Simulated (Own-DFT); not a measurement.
# Point defects and the pressure they add: 4H SiC

Calculated, not measured: single-point runs of Own-DFT, a retired in-house plane-wave DFT program that no person has reviewed, on unrelaxed cells, without spin or spin-orbit coupling.

Common settings: PBE; PseudoDojo norm-conserving scalar-relativistic files; cutoff 42 hartree; 4 x 4 x 3 k mesh centred on Gamma; Fermi-Dirac smearing of 0.1 eV.

Caveats (not all hold for every row): some atoms lie very close together; not probed for a lower state with spin; forces on such cells passed a denser k mesh, each cell not checked; stress not checked against mesh or cutoff.

All runs share one cell, with vectors in Å (9.248, 0.000, 0.000); (-4.624, 8.009, 0.000); (0.000, 0.000, 10.068) and a volume of 745.7 Å³. Atoms were moved at random from their sites; u is the rms move along one axis. The defect's site can differ from row to row.

| cell | formula | u (Å) | P (GPa) |
|---|---|---|---|
| no defect | C36Si36 | 0.0291 | 3.69 |
| no defect | C36Si36 | 0.0583 | 6.20 |
| no defect | C36Si36 | 0.0612 | 5.84 |
| one Al on a Si site and one N on a C site | AlC35NSi35 | 0.0443 | 4.78 |
| one Al on a Si site and one N on a C site | AlC35NSi35 | 0.0453 | 4.44 |
| one Al on a Si site and one N on a C site | AlC35NSi35 | 0.0475 | 5.03 |
| one C on a Si site | C37Si35 | 0.0465 | 2.46 |
| one C on a Si site | C37Si35 | 0.0477 | 2.99 |
| one C on a Si site | C37Si35 | 0.0497 | 3.37 |
| one C on a Si site | C37Si35 | 0.0506 | ? |
| one C on a Si site and one Si on a C site | C36Si36 | 0.0284 | 7.69 |
| one C on a Si site and one Si on a C site | C36Si36 | 0.0297 | 7.61 |
| one C on a Si site and one Si on a C site | C36Si36 | 0.0520 | 8.93 |
| two N on a C site each | C34N2Si36 | 0.0283 | 2.57 |
| two N on a C site each | C34N2Si36 | 0.0293 | 2.66 |
| two N on a C site each | C34N2Si36 | 0.0509 | 4.44 |

## Fit

P = P0 + c u² + a shift for each defect gives P0 = 2.97 GPa, c = 854 ± 90 GPa/Å² and a scatter of 0.28 GPa. The shifts, and each times the cell's volume:

- one C on a Si site and one Si on a C site: 3.86 ± 0.25 GPa, 18.0 eV
- one Al on a Si site and one N on a C site: 0.00 ± 0.23 GPa, 0.0 eV (not resolved)
- two N on a C site each: -0.95 ± 0.25 GPa, -4.4 eV (-2.2 eV for each of its 2 sites)
- one C on a Si site: -1.99 ± 0.23 GPa, -9.3 eV

Against the defect-free cell, a freed cell would be larger where the shift is positive and smaller where it is negative (160.2 GPa Å³ is 1 eV). The atoms around the defects weren't relaxed, which would change these numbers.

## Withheld run

Question: what pressure belongs in the blank (one C on a Si site, u = 0.0506 Å)?

The fitted form gives 3.17 ± 0.32 GPa. DFT gave 2.90 GPa.
